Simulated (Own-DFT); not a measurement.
Simulation results for AlGa3N4 (wurtzite random alloy, strained, atoms displaced)

Computed with Own-DFT development build. A calculation, not a measurement: plane-wave density functional theory by an unreviewed code, no spin, of a simulated periodic cell, stress positive in tension, run twice, with PBE and with PBEsol, both on files made for PBE, so the change isn't that of files made for PBEsol, forces on such cells passed a denser k mesh, this cell's mesh not checked; the far tail of each file's local potential was reset to the Coulomb form; each entry is a single point on an unrelaxed cell, so the pressure reflects the starting lattice, mostly measured values (interpolated for alloys), from which strain is counted, and rises with the displacements; printed positions are rounded, which can move forces by about a meV/angstrom; the program, named Own-DFT, is a retired in-house code; no spin-orbit coupling; stress was not checked against mesh or cutoff.

Settings shared by all entries: functional PBE, then PBEsol; potential files PseudoDojo norm-conserving, scalar-relativistic, standard set; wave cutoff 42 hartree; occupations Fermi-Dirac; smearing width 0.1 eV; k mesh 4 x 4 x 3 centred on Gamma.

(1) 
```cif
# cell vector a (Å): 9.3428 0.0000 0.0000
# cell vector b (Å): -4.6714 8.0911 0.0000
# cell vector c (Å): 0.0000 0.0000 10.2685
data_AlGa3N4
_symmetry_space_group_name_H-M 'P 1'
_symmetry_Int_Tables_number 1
_cell_length_a 9.3428
_cell_length_b 9.3428
_cell_length_c 10.2685
_cell_angle_alpha 90.000
_cell_angle_beta 90.000
_cell_angle_gamma 120.000
_cell_volume 776.23
loop_
_atom_site_label
_atom_site_type_symbol
_atom_site_fract_x
_atom_site_fract_y
_atom_site_fract_z
_atom_site_occupancy
Ga1 Ga 0.12020 0.22370 0.99523 1
Ga2 Ga 0.21945 0.11272 0.25805 1
N1 N 0.11302 0.22656 0.18535 1
N2 N 0.22100 0.10964 0.43818 1
Al1 Al 0.11537 0.22244 0.49634 1
Ga3 Ga 0.23598 0.12830 0.74474 1
N3 N 0.11291 0.22516 0.68557 1
N4 N 0.22150 0.11333 0.93811 1
Ga4 Ga 0.10368 0.54801 0.99531 1
Al2 Al 0.22413 0.43999 0.24610 1
N5 N 0.11084 0.56076 0.18843 1
N6 N 0.22176 0.43938 0.43405 1
Ga5 Ga 0.10136 0.54738 0.49000 1
Ga6 Ga 0.23258 0.45450 0.75407 1
N7 N 0.10725 0.55819 0.68284 1
N8 N 0.21970 0.43544 0.93686 1
Ga7 Ga 0.11488 0.89228 0.99934 1
Ga8 Ga 0.22350 0.77940 0.24900 1
N9 N 0.10387 0.88904 0.18056 1
N10 N 0.21375 0.78495 0.43758 1
Ga9 Ga 0.10722 0.89039 0.50400 1
Al3 Al 0.21634 0.76948 0.74713 1
N11 N 0.11426 0.88589 0.68511 1
N12 N 0.24039 0.78588 0.95171 1
Ga10 Ga 0.44452 0.22570 0.00922 1
Ga11 Ga 0.55247 0.09941 0.24987 1
N13 N 0.44481 0.21451 0.19163 1
N14 N 0.54178 0.11817 0.43809 1
Ga12 Ga 0.43093 0.21843 0.49676 1
Al4 Al 0.56460 0.12222 0.74171 1
N15 N 0.44280 0.21839 0.67845 1
N16 N 0.55933 0.11579 0.93779 1
Ga13 Ga 0.44761 0.55618 0.99881 1
Al5 Al 0.54451 0.43810 0.25414 1
N17 N 0.45547 0.56290 0.18611 1
N18 N 0.56467 0.44858 0.43572 1
Ga14 Ga 0.44524 0.55162 0.49797 1
Ga15 Ga 0.55899 0.44881 0.75679 1
N19 N 0.44192 0.54706 0.69090 1
N20 N 0.55376 0.45240 0.94212 1
Ga16 Ga 0.42942 0.88259 0.00742 1
Al6 Al 0.54606 0.77593 0.25463 1
N21 N 0.45058 0.89181 0.18485 1
N22 N 0.55468 0.77821 0.43800 1
Ga17 Ga 0.44863 0.89702 0.49039 1
Ga18 Ga 0.54478 0.77229 0.75301 1
N23 N 0.44319 0.88508 0.69619 1
N24 N 0.55375 0.77620 0.94727 1
Ga19 Ga 0.77272 0.21939 0.99917 1
Al7 Al 0.89958 0.10580 0.24843 1
N25 N 0.77069 0.21102 0.18064 1
N26 N 0.89400 0.11002 0.43286 1
Ga20 Ga 0.77409 0.21068 0.49138 1
Ga21 Ga 0.89465 0.11581 0.74988 1
N27 N 0.77670 0.22170 0.68383 1
N28 N 0.88198 0.10711 0.93364 1
Ga22 Ga 0.77965 0.54681 0.00710 1
Ga23 Ga 0.88833 0.44095 0.25181 1
N29 N 0.77115 0.54682 0.18655 1
N30 N 0.89656 0.45440 0.44037 1
Ga24 Ga 0.77508 0.54959 0.50543 1
Al8 Al 0.88943 0.44479 0.75445 1
N31 N 0.77935 0.55368 0.69901 1
N32 N 0.89304 0.44901 0.93657 1
Al9 Al 0.78326 0.89800 0.99798 1
Ga25 Ga 0.88509 0.77192 0.24458 1
N33 N 0.77024 0.88942 0.18833 1
N34 N 0.89775 0.78621 0.43813 1
Ga26 Ga 0.78232 0.89883 0.49715 1
Ga27 Ga 0.88894 0.78466 0.75460 1
N35 N 0.77057 0.89357 0.68753 1
N36 N 0.88316 0.77491 0.93708 1
_calc_PBE_pressure 15.29  # GPa
_calc_PBE_stress_xx -19.14  # GPa
_calc_PBE_stress_yy -15.08  # GPa
_calc_PBE_stress_zz -11.66  # GPa
_calc_PBE_stress_yz -0.76  # GPa
_calc_PBE_stress_xz -0.46  # GPa
_calc_PBE_stress_xy -1.16  # GPa
_calc_PBEsol_pressure 10.11  # GPa
_calc_PBEsol_stress_xx -13.82  # GPa
_calc_PBEsol_stress_yy -9.98  # GPa
_calc_PBEsol_stress_zz -6.53  # GPa
_calc_PBEsol_stress_yz -0.73  # GPa
_calc_PBEsol_stress_xz -0.47  # GPa
_calc_PBEsol_stress_xy -1.13  # GPa
_calc_rms_change_of_force_components_from_PBE_to_PBEsol 0.075  # eV/angstrom
```

Force:
| force element | PBE force x (eV/Å) | PBE force y (eV/Å) | PBE force z (eV/Å) | PBEsol force x (eV/Å) | PBEsol force y (eV/Å) | PBEsol force z (eV/Å) |
| --- | --- | --- | --- | --- | --- | --- |
| Ga | -2.21 | -1.241 | 0.822 | -2.142 | -1.201 | 0.792 |
| Ga | 0.506 | -0.92 | -2.009 | 0.516 | -0.917 | -1.98 |
| N | -0.046 | -0.068 | 0.391 | 0.105 | -0.156 | 0.27 |
| N | -2.138 | 0.34 | 0.264 | -1.939 | 0.258 | 0.196 |
| Al | -0.743 | 0.131 | 0.929 | -0.746 | 0.125 | 0.953 |
| Ga | -0.976 | -2.546 | 1.187 | -0.967 | -2.477 | 1.15 |
| N | 0.123 | 0.625 | -1.331 | 0.132 | 0.602 | -1.14 |
| N | 1.585 | -0.256 | -1.064 | 1.545 | -0.24 | -1.025 |
| Ga | 1.796 | 1.532 | 1.354 | 1.746 | 1.504 | 1.348 |
| Al | -0.457 | 1.624 | -0.1 | -0.451 | 1.647 | -0.112 |
| N | 1.488 | -1.691 | -0.134 | 1.341 | -1.593 | -0.161 |
| N | 0.05 | -0.308 | -0.77 | 0.05 | -0.139 | -0.667 |
| Ga | 3.055 | 2.581 | 1.784 | 2.972 | 2.526 | 1.754 |
| Ga | -2.09 | -1.304 | -0.96 | -2.02 | -1.297 | -0.944 |
| N | 0.211 | -0.776 | 1.072 | 0.326 | -0.859 | 0.941 |
| N | -0.355 | 2.003 | 0.232 | -0.342 | 1.96 | 0.219 |
| Ga | -0.508 | -0.682 | -0.905 | -0.49 | -0.661 | -0.854 |
| Ga | -0.878 | 0.611 | 0.142 | -0.879 | 0.595 | 0.124 |
| N | 0.926 | 0.571 | 1.501 | 0.905 | 0.554 | 1.474 |
| N | 2.332 | -1.05 | -0.642 | 2.283 | -1.024 | -0.642 |
| Ga | 0.355 | -0.053 | 0.238 | 0.355 | -0.06 | 0.219 |
| Al | 0.589 | 1.763 | 0.517 | 0.599 | 1.752 | 0.557 |
| N | -0.208 | 0.633 | 1.899 | -0.353 | 0.699 | 1.778 |
| N | -7.224 | -4.656 | -4.824 | -7.071 | -4.549 | -4.621 |
| Ga | 0.508 | -0.296 | -1.413 | 0.496 | -0.304 | -1.373 |
| Ga | -0.003 | 2.035 | 0.297 | -0.032 | 1.994 | 0.262 |
| N | -1.202 | 1.348 | 0.936 | -1.175 | 1.177 | 0.86 |
| N | 3.199 | -0.632 | -0.929 | 3.147 | -0.647 | -0.919 |
| Ga | 0.914 | 2.124 | 0.617 | 0.909 | 2.06 | 0.611 |
| Al | -0.812 | -2.181 | 1.4 | -0.813 | -2.189 | 1.399 |
| N | 1.74 | 1.326 | 1.198 | 1.535 | 1.36 | 1.115 |
| N | -1.554 | -0.373 | -1.474 | -1.513 | -0.35 | -1.3 |
| Ga | -1.395 | 0.914 | 0.96 | -1.353 | 0.899 | 0.938 |
| Al | 1.544 | 0.485 | -0.926 | 1.537 | 0.468 | -0.936 |
| N | -1.402 | -1.458 | 1.664 | -1.39 | -1.444 | 1.464 |
| N | -1.4 | -0.894 | -0.599 | -1.373 | -0.867 | -0.402 |
| Ga | -0.261 | 0.569 | 0.674 | -0.255 | 0.563 | 0.673 |
| Ga | 0.397 | -0.99 | -0.318 | 0.367 | -0.942 | -0.322 |
| N | 0.643 | 1.19 | -1.305 | 0.621 | 1.168 | -1.248 |
| N | 2.072 | -1.88 | -0.362 | 2.024 | -1.843 | -0.358 |
| Ga | 6.965 | 4.037 | -0.061 | 6.808 | 3.94 | -0.036 |
| Al | 1.702 | 0.315 | -1.041 | 1.693 | 0.314 | -1.027 |
| N | -0.339 | -2.028 | 2.015 | -0.487 | -1.886 | 1.909 |
| N | -0.085 | 0.034 | -0.804 | -0.086 | 0.047 | -0.625 |
| Ga | -1.15 | -1.517 | 2.241 | -1.126 | -1.485 | 2.189 |
| Ga | 1.271 | 0.605 | 0.836 | 1.235 | 0.601 | 0.796 |
| N | -1.804 | 1.466 | -1.359 | -1.625 | 1.372 | -1.393 |
| N | 0.49 | 1.191 | -0.968 | 0.352 | 1.07 | -0.997 |
| Ga | 0.761 | 0.127 | -0.341 | 0.733 | 0.121 | -0.318 |
| Al | -2.073 | 0.088 | -0.836 | -2.064 | 0.087 | -0.824 |
| N | 1.775 | 0.772 | 2.373 | 1.63 | 0.807 | 2.281 |
| N | 0.548 | 1.656 | -0.849 | 0.388 | 1.533 | -0.71 |
| Ga | -0.881 | 1.696 | 0.882 | -0.854 | 1.663 | 0.885 |
| Ga | -0.689 | -0.389 | -0.253 | -0.677 | -0.384 | -0.252 |
| N | 0.129 | 1.256 | 0.016 | 0.293 | 1.18 | -0.092 |
| N | 1.165 | 0.772 | 0.758 | 1.128 | 0.948 | 0.661 |
| Ga | -1.458 | 1.405 | -1.203 | -1.419 | 1.379 | -1.169 |
| Ga | -0.33 | -0.546 | -0.462 | -0.333 | -0.499 | -0.468 |
| N | -0.697 | -0.509 | 1.581 | -0.557 | -0.426 | 1.488 |
| N | -2.53 | -3.268 | -1.388 | -2.466 | -3.191 | -1.369 |
| Ga | 0.433 | 1.805 | 0.658 | 0.423 | 1.757 | 0.63 |
| Al | 0.285 | -0.279 | -1.231 | 0.308 | -0.302 | -1.229 |
| N | 0.327 | 0.103 | -1.049 | 0.16 | 0.182 | -1.08 |
| N | -0.489 | -1.406 | -1.154 | -0.479 | -1.367 | -0.941 |
| Al | -0.726 | -1.9 | 0.693 | -0.707 | -1.905 | 0.708 |
| Ga | -0.78 | 0.223 | 0.712 | -0.744 | 0.225 | 0.687 |
| N | 0.352 | 0.095 | -0.232 | 0.452 | -0.001 | -0.197 |
| N | -1.85 | -1.665 | -0.544 | -1.804 | -1.617 | -0.524 |
| Ga | 0.358 | -2.263 | 0.94 | 0.344 | -2.209 | 0.924 |
| Ga | 0.1 | -0.051 | -1.013 | 0.095 | -0.064 | -0.989 |
| N | 0.854 | -0.615 | -0.273 | 0.855 | -0.595 | -0.258 |
| N | 0.195 | 0.638 | 1.338 | 0.325 | 0.557 | 1.244 |

(2) 
```cif
# cell vector a (Å): 9.3428 0.0000 0.0000
# cell vector b (Å): -4.6714 8.0911 0.0000
# cell vector c (Å): 0.0000 0.0000 10.2685
data_AlGa3N4
_symmetry_space_group_name_H-M 'P 1'
_symmetry_Int_Tables_number 1
_cell_length_a 9.3428
_cell_length_b 9.3428
_cell_length_c 10.2685
_cell_angle_alpha 90.000
_cell_angle_beta 90.000
_cell_angle_gamma 120.000
_cell_volume 776.23
loop_
_atom_site_label
_atom_site_type_symbol
_atom_site_fract_x
_atom_site_fract_y
_atom_site_fract_z
_atom_site_occupancy
Ga1 Ga 0.11510 0.22185 0.99708 1
Ga2 Ga 0.21914 0.11104 0.24958 1
N1 N 0.10620 0.22024 0.17670 1
N2 N 0.22770 0.11823 0.43547 1
Ga3 Ga 0.10997 0.21022 0.50121 1
Ga4 Ga 0.22802 0.11637 0.75081 1
N3 N 0.11486 0.22208 0.68841 1
N4 N 0.22004 0.10676 0.94388 1
Ga5 Ga 0.09956 0.55493 0.99233 1
Ga6 Ga 0.22251 0.44280 0.24624 1
N5 N 0.10710 0.55120 0.19247 1
N6 N 0.22581 0.43702 0.43740 1
Ga7 Ga 0.12394 0.56232 0.50806 1
Ga8 Ga 0.22186 0.44576 0.75303 1
N7 N 0.10465 0.54608 0.69134 1
N8 N 0.20174 0.43161 0.94400 1
Ga9 Ga 0.11574 0.89339 0.00178 1
Al1 Al 0.22059 0.78333 0.24865 1
N9 N 0.10732 0.89011 0.18116 1
N10 N 0.21352 0.76857 0.43579 1
Al2 Al 0.11015 0.89359 0.49408 1
Al3 Al 0.21142 0.77888 0.75698 1
N11 N 0.11070 0.88311 0.68776 1
N12 N 0.22071 0.78149 0.93609 1
Ga10 Ga 0.45036 0.22784 0.00159 1
Al4 Al 0.56211 0.11778 0.25041 1
N13 N 0.44451 0.22421 0.18783 1
N14 N 0.55977 0.11175 0.44055 1
Ga11 Ga 0.45473 0.22994 0.49729 1
Ga12 Ga 0.55913 0.10797 0.74835 1
N15 N 0.44736 0.22234 0.69581 1
N16 N 0.56254 0.10960 0.93767 1
Ga13 Ga 0.43994 0.54298 0.99497 1
Ga14 Ga 0.55131 0.43922 0.24510 1
N17 N 0.44353 0.54837 0.19583 1
N18 N 0.54526 0.43657 0.43912 1
Ga15 Ga 0.45036 0.55306 0.49444 1
Ga16 Ga 0.54912 0.45210 0.74387 1
N19 N 0.44656 0.55690 0.69124 1
N20 N 0.56292 0.44959 0.94107 1
Al5 Al 0.43836 0.88947 0.99505 1
Ga17 Ga 0.55443 0.77914 0.24438 1
N21 N 0.45296 0.88935 0.19729 1
N22 N 0.55815 0.77137 0.44032 1
Al6 Al 0.44218 0.87678 0.50872 1
Ga18 Ga 0.54982 0.78041 0.75259 1
N23 N 0.44210 0.89139 0.69125 1
N24 N 0.56376 0.79290 0.94501 1
Ga19 Ga 0.77024 0.22525 0.99678 1
Ga20 Ga 0.88026 0.10650 0.25050 1
N25 N 0.77378 0.20986 0.19107 1
N26 N 0.88592 0.10696 0.43883 1
Ga21 Ga 0.77992 0.22957 0.50898 1
Ga22 Ga 0.87935 0.10222 0.75237 1
N27 N 0.78382 0.22590 0.69190 1
N28 N 0.89548 0.11468 0.94780 1
Ga23 Ga 0.78417 0.56418 0.99490 1
Ga24 Ga 0.88525 0.45016 0.24452 1
N29 N 0.77997 0.55075 0.19385 1
N30 N 0.88811 0.44543 0.44362 1
Al7 Al 0.77655 0.55030 0.49729 1
Al8 Al 0.89017 0.44711 0.74842 1
N31 N 0.78435 0.56246 0.69011 1
N32 N 0.89551 0.45215 0.94787 1
Ga25 Ga 0.77131 0.87890 0.00079 1
Ga26 Ga 0.90080 0.78994 0.24875 1
N33 N 0.77304 0.89184 0.19418 1
N34 N 0.87504 0.76941 0.45535 1
Ga27 Ga 0.78542 0.89945 0.49672 1
Al9 Al 0.88930 0.77844 0.74925 1
N35 N 0.77815 0.88811 0.69510 1
N36 N 0.88334 0.78317 0.93784 1
_calc_PBE_pressure 15.98  # GPa
_calc_PBE_stress_xx -20.5  # GPa
_calc_PBE_stress_yy -19.12  # GPa
_calc_PBE_stress_zz -8.32  # GPa
_calc_PBE_stress_yz 0.96  # GPa
_calc_PBE_stress_xz -0.64  # GPa
_calc_PBE_stress_xy 1.81  # GPa
_calc_PBEsol_pressure 10.77  # GPa
_calc_PBEsol_stress_xx -15.18  # GPa
_calc_PBEsol_stress_yy -13.8  # GPa
_calc_PBEsol_stress_zz -3.33  # GPa
_calc_PBEsol_stress_yz 0.93  # GPa
_calc_PBEsol_stress_xz -0.62  # GPa
_calc_PBEsol_stress_xy 1.75  # GPa
_calc_rms_change_of_force_components_from_PBE_to_PBEsol 0.075  # eV/angstrom
```

Force:
| force element | PBE force x (eV/Å) | PBE force y (eV/Å) | PBE force z (eV/Å) | PBEsol force x (eV/Å) | PBEsol force y (eV/Å) | PBEsol force z (eV/Å) |
| --- | --- | --- | --- | --- | --- | --- |
| Ga | -0.699 | -1.57 | 0.468 | -0.704 | -1.536 | 0.477 |
| Ga | -0.385 | 1.055 | -0.549 | -0.387 | 1.055 | -0.551 |
| N | 0.45 | -0.346 | 2.693 | 0.454 | -0.337 | 2.641 |
| N | 0.937 | -2.536 | 0.052 | 0.899 | -2.335 | -0.003 |
| Ga | -1.365 | 1.903 | 0.284 | -1.323 | 1.882 | 0.266 |
| Ga | -0.374 | -1.274 | 0.456 | -0.365 | -1.233 | 0.442 |
| N | -0.72 | -0.276 | 0.248 | -0.69 | -0.274 | 0.244 |
| N | 1.365 | 1.372 | -1.376 | 1.328 | 1.348 | -1.343 |
| Ga | 3.794 | 1.504 | 3.012 | 3.697 | 1.439 | 2.959 |
| Ga | -0.861 | -0.661 | 0.771 | -0.836 | -0.65 | 0.751 |
| N | 0.084 | 2.235 | -1.022 | 0.072 | 2.048 | -1.035 |
| N | -1.017 | 0.299 | 0.37 | -0.988 | 0.306 | 0.37 |
| Ga | -0.632 | -2.356 | -1.319 | -0.629 | -2.314 | -1.304 |
| Ga | 0.206 | -0.888 | 0.082 | 0.195 | -0.882 | 0.063 |
| N | -0.292 | 2.219 | 1.123 | -0.11 | 2.141 | 0.992 |
| N | 1.926 | 3.215 | -1.593 | 1.902 | 3.137 | -1.573 |
| Ga | -1.393 | -0.795 | -1.022 | -1.38 | -0.767 | -0.988 |
| Al | 1.342 | -1.282 | 0.214 | 1.332 | -1.28 | 0.206 |
| N | 2.322 | 0.027 | 1.627 | 2.13 | 0.102 | 1.547 |
| N | 0.23 | 3.103 | -0.196 | 0.242 | 2.884 | -0.116 |
| Al | 0.39 | -1.124 | 1.183 | 0.376 | -1.104 | 1.178 |
| Al | 1.485 | -0.554 | -1.496 | 1.512 | -0.569 | -1.491 |
| N | -0.894 | 0.686 | -0.637 | -0.909 | 0.832 | -0.615 |
| N | 0.967 | -0.102 | -0.024 | 0.787 | -0.182 | 0.107 |
| Ga | -0.021 | -0.951 | -0.535 | -0.032 | -0.914 | -0.518 |
| Al | -0.377 | -1.141 | 0.738 | -0.397 | -1.126 | 0.748 |
| N | 1.117 | -1.844 | 0.122 | 0.965 | -1.717 | 0.064 |
| N | -0.247 | -1.569 | -0.385 | -0.245 | -1.396 | -0.267 |
| Ga | -0.174 | -2.53 | 1.468 | -0.185 | -2.456 | 1.416 |
| Ga | -0.519 | 1.216 | 0.474 | -0.503 | 1.19 | 0.463 |
| N | 0.339 | 0.645 | -1.212 | 0.317 | 0.634 | -1.187 |
| N | -2.577 | -1.132 | -0.273 | -2.499 | -0.93 | -0.318 |
| Ga | -1.713 | 1.757 | 1.372 | -1.649 | 1.708 | 1.353 |
| Ga | 0.938 | 1.004 | 1.358 | 0.891 | 0.977 | 1.325 |
| N | -0.421 | 1.271 | -2.122 | -0.414 | 1.234 | -2.071 |
| N | 3.016 | 1.897 | -0.87 | 2.834 | 1.782 | -0.878 |
| Ga | -1.606 | 0.246 | 0.924 | -1.564 | 0.227 | 0.881 |
| Ga | 3.456 | -1.334 | 1.343 | 3.373 | -1.309 | 1.318 |
| N | -2.357 | 1.152 | -0.875 | -2.296 | 1.116 | -0.841 |
| N | -0.2 | -0.71 | -1.159 | -0.217 | -0.697 | -1.121 |
| Al | 1.23 | 0.206 | 1.601 | 1.213 | 0.2 | 1.62 |
| Ga | 0.93 | -1.807 | 1.814 | 0.92 | -1.758 | 1.778 |
| N | -4.246 | 1.468 | -2.21 | -4.011 | 1.352 | -2.141 |
| N | -1.456 | 1.495 | 0.119 | -1.3 | 1.384 | 0.072 |
| Al | -0.338 | 1.075 | -1.937 | -0.337 | 1.066 | -1.927 |
| Ga | 1.295 | -0.105 | 0.441 | 1.285 | -0.089 | 0.426 |
| N | -1.305 | -1.702 | -0.574 | -1.153 | -1.59 | -0.419 |
| N | -2.971 | -2.717 | -1.021 | -2.741 | -2.725 | -1.059 |
| Ga | 3.19 | -0.089 | 1.651 | 3.132 | -0.091 | 1.622 |
| Ga | 1.693 | 1.218 | 0.24 | 1.644 | 1.185 | 0.217 |
| N | -2.124 | 2.327 | -0.913 | -1.911 | 2.357 | -0.955 |
| N | -0.028 | 2.319 | -0.26 | -0.016 | 2.248 | -0.248 |
| Ga | 0.642 | -0.696 | -1.371 | 0.627 | -0.686 | -1.345 |
| Ga | 1.523 | 1.449 | 1.455 | 1.479 | 1.41 | 1.407 |
| N | -0.549 | 0.653 | 0.784 | -0.538 | 0.459 | 0.704 |
| N | -1.749 | -1.003 | -1.547 | -1.709 | -0.982 | -1.527 |
| Ga | -0.217 | -0.144 | 1.407 | -0.214 | -0.147 | 1.38 |
| Ga | 2.965 | -2.63 | 2.089 | 2.917 | -2.566 | 2.027 |
| N | -2.912 | 2.507 | -1.672 | -2.836 | 2.438 | -1.635 |
| N | 0.232 | 0.714 | -0.479 | 0.377 | 0.596 | -0.509 |
| Al | -0.58 | 0.017 | 0.826 | -0.619 | -0.012 | 0.828 |
| Al | -0.726 | -0.341 | 0.589 | -0.738 | -0.36 | 0.624 |
| N | -0.026 | -0.977 | -0.366 | -0.156 | -1.035 | -0.348 |
| N | -3.458 | -2.119 | -3.477 | -3.381 | -2.061 | -3.292 |
| Ga | 0.266 | 3.201 | 1.492 | 0.259 | 3.13 | 1.451 |
| Ga | -2.574 | -2.172 | 1.48 | -2.534 | -2.118 | 1.41 |
| N | 1.921 | -1.522 | -1.077 | 1.878 | -1.485 | -1.052 |
| N | 2.776 | 0.909 | -2.178 | 2.592 | 1.033 | -2.211 |
| Ga | -1.312 | -2.321 | 1.761 | -1.28 | -2.287 | 1.707 |
| Al | -0.137 | 0.47 | -0.132 | -0.139 | 0.482 | -0.112 |
| N | -0.016 | -1.078 | -0.924 | -0.168 | -0.949 | -0.945 |
| N | 2.542 | -0.431 | -1.327 | 2.474 | -0.432 | -1.138 |
